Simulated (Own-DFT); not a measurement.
# Point defects and the pressure they add: D0_22 TiAl3

Everything here is calculated. The program is Own-DFT (plane waves, in-house, since retired, never reviewed by a person); positions were held fixed, and spin and spin-orbit coupling were off.

Common settings: PBE; PseudoDojo norm-conserving scalar-relativistic files; cutoff 42 hartree; 4 x 4 x 4 k mesh centred on Gamma; cold (Marzari-Vanderbilt) smearing of 0.2 eV.

Limits: forces on such cells failed a check on a denser k mesh; stress not checked against mesh or cutoff.

All runs share one cell, with vectors in Å (-2.365, -6.981, 4.326); (-7.667, 3.491, 1.442); (-2.950, -3.488, -7.241) and a volume of 625.4 Å³. The atoms are randomly displaced, by u rms on each axis. The defect's site can differ from row to row.

| cell | formula | u (Å) | P (GPa) |
|---|---|---|---|
| no defect | Al30Ti10 | 0.0199 | 1.98 |
| no defect | Al30Ti10 | 0.0204 | 1.97 |
| no defect | Al30Ti10 | 0.0435 | 2.53 |
| two Ti on an Al site each | Al28Ti12 | 0.0287 | 3.30 |
| two Ti on an Al site each | Al28Ti12 | 0.0306 | 3.29 |
| two Ti on an Al site each | Al28Ti12 | 0.0466 | 3.55 |
| two Al on a Ti site each | Al32Ti8 | 0.0324 | 2.96 |
| two Al on a Ti site each | Al32Ti8 | 0.0475 | 3.24 |
| two Al on a Ti site each | Al32Ti8 | 0.0536 | 3.54 |
| one Ti vacancy | Al30Ti9 | 0.0272 | 1.82 |
| one Ti vacancy | Al30Ti9 | 0.0338 | ? |
| one Ti vacancy | Al30Ti9 | 0.0465 | 2.28 |
| one Ti vacancy | Al30Ti9 | 0.0533 | 2.44 |
| two Al vacancies | Al28Ti10 | 0.0311 | 1.33 |
| two Al vacancies | Al28Ti10 | 0.0457 | 1.70 |
| two Al vacancies | Al28Ti10 | 0.0474 | 1.75 |

## Working it out

P = P0 + c u² + a shift for each defect gives P0 = 1.89 GPa, c = 304 ± 21 GPa/Å² and a scatter of 0.06 GPa. The shifts, and each times the cell's volume:

- two Ti on an Al site each: 1.09 ± 0.05 GPa, 4.3 eV (2.1 eV for each of its 2 sites)
- two Al on a Ti site each: 0.73 ± 0.05 GPa, 2.9 eV (1.4 eV for each of its 2 sites)
- one Ti vacancy: -0.29 ± 0.05 GPa, -1.1 eV
- two Al vacancies: -0.83 ± 0.05 GPa, -3.2 eV (-1.6 eV for each of its 2 sites)

A positive shift means that the defect pushes the cell outwards. Shift times volume (160.2 GPa Å³ is 1 eV) depends little on the cell's size, so, taken for each site, it can be compared between cells at like pressure. The atoms around the defects weren't relaxed, which would change these numbers.

## Withheld run

The question: what pressure belongs in the blank (one Ti vacancy, u = 0.0338 Å)?

From the fit: 1.95 ± 0.07 GPa. The hidden result is 1.84 GPa.
